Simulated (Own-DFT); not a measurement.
# What a change of functional does to the pressure

All numbers below are calculated, not measured. The program, named Own-DFT, is a retired in-house plane-wave density functional code that no person has reviewed. Each row is one single-point run on a periodic cell that was not relaxed, without spin or spin-orbit coupling.

Known limits, some of them of some rows only: not probed for a lower state with spin; forces on such cells failed a check on a denser k mesh; forces on such cells moved up to 12 meV/angstrom on a denser k mesh; forces on such cells passed a denser k mesh, each cell not checked; stress not checked against mesh or cutoff.

Each cell was run twice at the same cutoff, k mesh and smearing, with PBE and with PBEsol, on PseudoDojo norm-conserving files made for PBE. Atoms were moved at random from their sites; u is the rms move along one axis. Files made for PBEsol would give a somewhat different change.

| cell | atoms | volume (Å³/atom) | u (Å) | cutoff (hartree) | P with PBE (GPa) | P with PBEsol (GPa) | change (GPa) |
|---|---|---|---|---|---|---|---|
| C40 NbSi2 with one Si vacancy (Nb12Si23) | 35 | 15.06 | 0.078 | 42 | 3.63 | 0.06 | -3.57 |
| C40 NbSi2 with one Si vacancy (Nb12Si23) | 35 | 15.06 | 0.049 | 42 | 1.30 | -2.27 | -3.57 |
| C40 NbSi2 with one Si vacancy (Nb12Si23) | 35 | 15.06 | 0.026 | 42 | 0.96 | ? | ? |
| D0_22 TiAl3 with two Al vacancies (Al28Ti10) | 38 | 16.46 | 0.029 | 42 | 1.16 | -0.66 | -1.83 |
| D0_22 TiAl3 with two Al vacancies (Al28Ti10) | 38 | 16.46 | 0.027 | 42 | 1.20 | -0.63 | -1.84 |
| D0_22 TiAl3 with two Al vacancies (Al28Ti10) | 38 | 16.46 | 0.030 | 42 | 1.13 | -0.70 | -1.83 |
| diamond-structure SiGe in clusters (Ge48Si16) | 64 | 21.97 | 0.061 | 42 | 4.05 | 1.34 | -2.72 |
| diamond-structure SiGe in clusters (Ge48Si16) | 64 | 21.97 | 0.028 | 42 | 3.34 | 0.63 | -2.71 |
| diamond-structure SiGe in clusters (Ge48Si16) | 64 | 21.97 | 0.033 | 42 | 3.43 | 0.72 | -2.71 |
| diamond-structure SiGeSn with randomly placed atoms (Ge52Si8Sn4) | 64 | 22.93 | 0.079 | 49 | 5.41 | 2.55 | -2.86 |
| diamond-structure SiGeSn with randomly placed atoms (Ge52Si8Sn4) | 64 | 22.93 | 0.086 | 49 | 5.35 | 2.50 | -2.85 |
| diamond-structure SiGeSn with randomly placed atoms (Ge52Si8Sn4) | 64 | 22.93 | 0.076 | 49 | 5.45 | 2.60 | -2.86 |

## Worked reading

Mean change of pressure by composition, in GPa: Nb12Si23, -3.57; Ge13Si2Sn, -2.86; Ge3Si, -2.71; Al14Ti5, -1.83. At a fixed cell PBEsol gives the lower pressure, because it favours a smaller volume than PBE. Here the change varies more between materials than between cells of one material.

## Withheld value

Question: what PBEsol pressure should the Nb12Si23 cell with the blank give?

Adding the mean change of the cells with its composition, -3.57 GPa, to 0.96 gives -2.6 GPa. The calculation gave -2.61 GPa.
